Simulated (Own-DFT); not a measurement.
Si2SnGe13 (diamond-structure random alloy, strained, atoms displaced) (calculated)

All values are calculated (Own-DFT development build). A calculation, not a measurement: plane-wave density functional theory by an unreviewed code, no spin, of a simulated periodic cell, stress positive in tension, run twice, with PBE and with PBEsol, both on files made for PBE, so the change isn't that of files made for PBEsol, forces on such cells moved up to 12 meV/angstrom on a denser k mesh; the far tail of each file's local potential was reset to the Coulomb form; each entry is a single point on an unrelaxed cell, so the pressure reflects the starting lattice, mostly measured values (interpolated for alloys), from which strain is counted, and rises with the displacements; printed positions are rounded, which can move forces by about a meV/angstrom; the program, named Own-DFT, is a retired in-house code; no spin-orbit coupling; stress was not checked against mesh or cutoff.

Entry: Si2SnGe13 (diamond-structure random alloy, strained, atoms displaced)

```
Si2SnGe13
1.0
     11.3347     0.0000     0.0000
      0.0000    11.3347     0.0000
      0.0000     0.0000    11.3631
Sn Ge Si Ge Si Ge Sn Ge Si Ge Sn Ge Si Ge Si Sn Ge Si Ge Si Ge Si Ge
1 6 1 9 1 4 1 7 1 4 1 5 1 1 1 1 2 1 1 1 3 1 10
Direct
  0.99499 0.00654 0.00267
  0.00090 0.25125 0.25360
  0.25672 0.00423 0.25083
  0.25019 0.24666 0.99424
  0.12425 0.13103 0.13332
  0.12880 0.37701 0.37693
  0.38047 0.13101 0.37175
  0.36762 0.36799 0.12602
  0.00480 0.00486 0.49494
  0.99869 0.25186 0.75153
  0.25505 0.99676 0.75493
  0.25504 0.25012 0.49840
  0.12576 0.12035 0.62293
  0.12294 0.37231 0.87121
  0.37296 0.12179 0.87321
  0.36971 0.37071 0.62120
  0.99216 0.50384 0.00249
  0.99909 0.75913 0.25613
  0.24645 0.50929 0.25367
  0.25335 0.75221 0.00392
  0.14111 0.62353 0.12245
  0.12295 0.87723 0.37617
  0.37197 0.62283 0.37860
  0.36862 0.87943 0.12109
  0.00349 0.49739 0.50521
  0.00601 0.75255 0.75214
  0.24467 0.50242 0.74931
  0.26026 0.74180 0.49863
  0.12884 0.63465 0.63136
  0.12277 0.87435 0.87253
  0.37805 0.61979 0.88066
  0.37957 0.87710 0.62017
  0.49710 0.99961 0.00269
  0.50357 0.25650 0.24433
  0.75580 0.99764 0.24292
  0.75034 0.24747 0.99424
  0.62335 0.12561 0.12747
  0.62432 0.37838 0.37241
  0.87410 0.12570 0.37149
  0.87419 0.37775 0.12756
  0.50314 0.00330 0.49120
  0.49826 0.24775 0.74915
  0.75235 0.99888 0.75310
  0.74861 0.25012 0.50400
  0.62359 0.12003 0.62888
  0.62908 0.37000 0.87877
  0.87513 0.12065 0.87437
  0.87483 0.37228 0.61655
  0.49635 0.49884 0.99600
  0.50871 0.74867 0.25814
  0.75389 0.50305 0.25203
  0.74620 0.75898 0.99461
  0.62084 0.62792 0.12629
  0.62658 0.86776 0.37410
  0.87947 0.63428 0.38478
  0.87786 0.88029 0.12446
  0.50120 0.49949 0.49654
  0.49938 0.74830 0.75079
  0.74873 0.49880 0.75086
  0.75467 0.75008 0.50122
  0.62640 0.62001 0.62360
  0.62270 0.86607 0.87686
  0.86859 0.61421 0.87993
  0.87314 0.87919 0.62211
```

* functional: PBE, then PBEsol
* potential files: PseudoDojo norm-conserving, scalar-relativistic, standard set
* wave cutoff: 49 hartree
* occupations: Fermi-Dirac
* smearing width: 0.1 eV
* k mesh: 3 x 3 x 3 centred on Gamma
* PBE pressure: 5.08 GPa
* PBE stress xx: -5.1 GPa
* PBE stress yy: -5.08 GPa
* PBE stress zz: -5.05 GPa
* PBE stress yz: -0.45 GPa
* PBE stress xz: -0.71 GPa
* PBE stress xy: 0.48 GPa
* PBEsol pressure: 2.21 GPa
* PBEsol stress xx: -2.24 GPa
* PBEsol stress yy: -2.21 GPa
* PBEsol stress zz: -2.18 GPa
* PBEsol stress yz: -0.43 GPa
* PBEsol stress xz: -0.67 GPa
* PBEsol stress xy: 0.45 GPa
* rms change of force components from PBE to PBEsol: 0.045 eV/Å

Force:
```tsv
force element	PBE force x (eV/Å)	PBE force y (eV/Å)	PBE force z (eV/Å)	PBEsol force x (eV/Å)	PBEsol force y (eV/Å)	PBEsol force z (eV/Å)
Sn	2.174	-0.317	0.06	2.097	-0.311	0.058
Ge	-0.189	0.739	0.091	-0.177	0.705	0.082
Ge	-0.809	-0.071	0.278	-0.784	-0.061	0.259
Ge	-0.304	0.31	0.756	-0.325	0.268	0.703
Ge	1.12	0.236	-0.086	1.078	0.231	-0.082
Ge	-0.308	-0.069	-0.074	-0.301	-0.065	-0.07
Ge	0.068	0.013	-0.206	0.064	0.007	-0.198
Si	0.196	1.083	-0.341	0.194	1.055	-0.333
Ge	-0.818	-0.284	0.319	-0.782	-0.278	0.308
Ge	-0.379	-0.431	-1.123	-0.333	-0.444	-1.049
Ge	-0.572	-0.271	-1.067	-0.552	-0.257	-1.03
Ge	-0.802	-0.625	-0.179	-0.767	-0.59	-0.174
Ge	0.405	0.653	0.652	0.385	0.63	0.625
Ge	-0.157	0.73	0.746	-0.156	0.693	0.709
Ge	0.95	0.549	0.054	0.879	0.493	0.084
Ge	1.072	0.7	1.034	1.004	0.695	0.959
Ge	1.69	-0.622	0.416	1.624	-0.612	0.392
Si	0.394	-0.902	-0.864	0.383	-0.874	-0.839
Ge	-0.257	-2.962	-1.363	-0.279	-2.846	-1.302
Ge	0.148	-0.32	-1.478	0.118	-0.284	-1.387
Ge	-2.727	0.832	0.092	-2.608	0.792	0.081
Ge	1.048	-0.334	-0.135	1.037	-0.277	-0.097
Sn	2.402	-0.105	-1.707	2.288	-0.142	-1.613
Ge	1.372	-0.557	1.259	1.299	-0.508	1.187
Ge	0.064	0.616	0.158	0.099	0.636	0.116
Ge	-1.752	-0.384	-0.078	-1.669	-0.363	-0.085
Ge	0.943	-0.11	0.444	0.875	-0.13	0.396
Ge	-2.872	3.138	2.235	-2.789	3.044	2.188
Ge	-0.17	-0.75	-0.832	-0.158	-0.736	-0.799
Ge	1.079	-0.177	0.475	1.048	-0.176	0.449
Si	-0.766	0.745	-0.892	-0.748	0.732	-0.872
Ge	-0.053	-0.062	0.186	-0.052	-0.071	0.185
Ge	0.408	0.01	-0.385	0.381	0.008	-0.37
Ge	-0.502	-0.049	0.169	-0.451	-0.088	0.203
Ge	-1.315	0.035	1.246	-1.233	0.064	1.17
Sn	0.736	-0.436	1.698	0.711	-0.418	1.647
Ge	-0.432	-0.961	0.335	-0.418	-0.931	0.321
Ge	0.804	-0.442	0.422	0.741	-0.396	0.377
Ge	-0.386	0.302	0.604	-0.328	0.261	0.545
Ge	0.66	0.125	0.662	0.644	0.129	0.641
Ge	-0.477	-1.508	-0.863	-0.501	-1.43	-0.796
Si	-1.014	1.202	0.996	-0.998	1.179	0.981
Ge	0.351	-1.427	0.864	0.351	-1.381	0.835
Si	0.703	0.728	-1.318	0.644	0.669	-1.337
Sn	0.184	0.734	-0.252	0.182	0.628	-0.249
Ge	-2.481	1.695	-2.22	-2.375	1.675	-2.127
Ge	-0.138	0.78	-2.491	-0.141	0.757	-2.415
Si	-0.246	0.031	0.925	-0.19	0.076	0.951
Ge	0.132	-0.711	1.11	0.202	-0.698	1.087
Si	-0.554	0.94	-1.343	-0.588	0.864	-1.37
Ge	-0.12	0.672	0.199	-0.129	0.638	0.187
Ge	0.997	-1.542	1.45	0.952	-1.492	1.397
Ge	0.395	-0.068	-0.233	0.416	-0.101	-0.26
Si	0.544	0.82	-0.069	0.586	0.853	-0.012
Ge	0.621	-0.973	-1.183	0.561	-0.965	-1.105
Ge	-0.872	-2.409	0.91	-0.892	-2.28	0.855
Ge	0.717	-1.395	1.513	0.698	-1.352	1.461
Ge	-0.368	-0.689	-0.227	-0.319	-0.63	-0.248
Ge	0.214	-0.978	-0.784	0.181	-0.916	-0.72
Ge	-1.189	0.421	0.354	-1.107	0.373	0.369
Ge	-0.078	0.565	0.155	-0.074	0.547	0.154
Ge	-0.561	1.702	-0.734	-0.53	1.64	-0.705
Ge	0.195	1.884	-0.673	0.185	1.815	-0.645
Ge	0.878	-0.048	0.336	0.845	-0.052	0.329
```
